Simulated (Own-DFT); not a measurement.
# What a defect does to the pressure of its cell: C40 NbSi2

The numbers are computed, not measured, by runs of the plane-wave DFT program Own-DFT (in-house, retired, unreviewed) at fixed positions, with no spin and no spin-orbit coupling.

Method: PBE; PseudoDojo norm-conserving scalar-relativistic files; cutoff 42 hartree; 4 x 4 x 5 k mesh centred on Gamma; cold (Marzari-Vanderbilt) smearing of 0.2 eV.

Caveats: forces on such cells failed a check on a denser k mesh; stress not checked against mesh or cutoff.

All runs share one cell, with vectors in Å (0.000, 8.324, 0.000); (-9.613, 0.000, 0.000); (0.000, 0.000, 6.586) and a volume of 527.0 Å³. The atoms are randomly displaced, by u rms on each axis. The defect's site can differ from row to row.

| cell | formula | u (Å) | P (GPa) |
|---|---|---|---|
| no defect | Nb12Si24 | 0.0193 | 1.49 |
| no defect | Nb12Si24 | 0.0202 | 1.53 |
| no defect | Nb12Si24 | 0.0558 | 2.92 |
| two Si on a Nb site each | Nb10Si26 | 0.0307 | 1.63 |
| two Si on a Nb site each | Nb10Si26 | 0.0517 | 2.76 |
| two Si on a Nb site each | Nb10Si26 | 0.0518 | 2.45 |
| one Si vacancy | Nb12Si23 | 0.0299 | ? |
| one Si vacancy | Nb12Si23 | 0.0306 | 1.07 |
| one Si vacancy | Nb12Si23 | 0.0443 | 1.53 |
| one Si vacancy | Nb12Si23 | 0.0500 | 2.03 |
| two Nb on a Si site each | Nb14Si22 | 0.0307 | 7.75 |
| two Nb on a Si site each | Nb14Si22 | 0.0474 | 8.27 |
| two Nb on a Si site each | Nb14Si22 | 0.0501 | 8.43 |
| two Nb vacancies | Nb10Si24 | 0.0280 | -0.15 |
| two Nb vacancies | Nb10Si24 | 0.0290 | 0.00 |
| two Nb vacancies | Nb10Si24 | 0.0472 | 0.56 |

## Working it out

P = P0 + c u² + a shift for each defect gives P0 = 1.31 GPa, c = 514 ± 32 GPa/Å² and a scatter of 0.11 GPa. The shifts, and each times the cell's volume:

- two Nb on a Si site each: 5.86 ± 0.09 GPa, 19.3 eV (9.6 eV for each of its 2 sites)
- two Si on a Nb site each: -0.11 ± 0.09 GPa, -0.4 eV (-0.2 eV for each of its 2 sites) (not resolved)
- one Si vacancy: -0.69 ± 0.09 GPa, -2.3 eV
- two Nb vacancies: -1.84 ± 0.09 GPa, -6.0 eV (-3.0 eV for each of its 2 sites)

A positive shift means that the defect pushes the cell outwards. Shift times volume (160.2 GPa Å³ is 1 eV) depends little on the cell's size, so, taken for each site, it can be compared between cells at like pressure. The atoms around the defects weren't relaxed, which would change these numbers.

## Prediction

The question: what pressure belongs in the blank (one Si vacancy, u = 0.0299 Å)?

From the fit: 1.08 ± 0.13 GPa. The hidden result is 0.91 GPa.
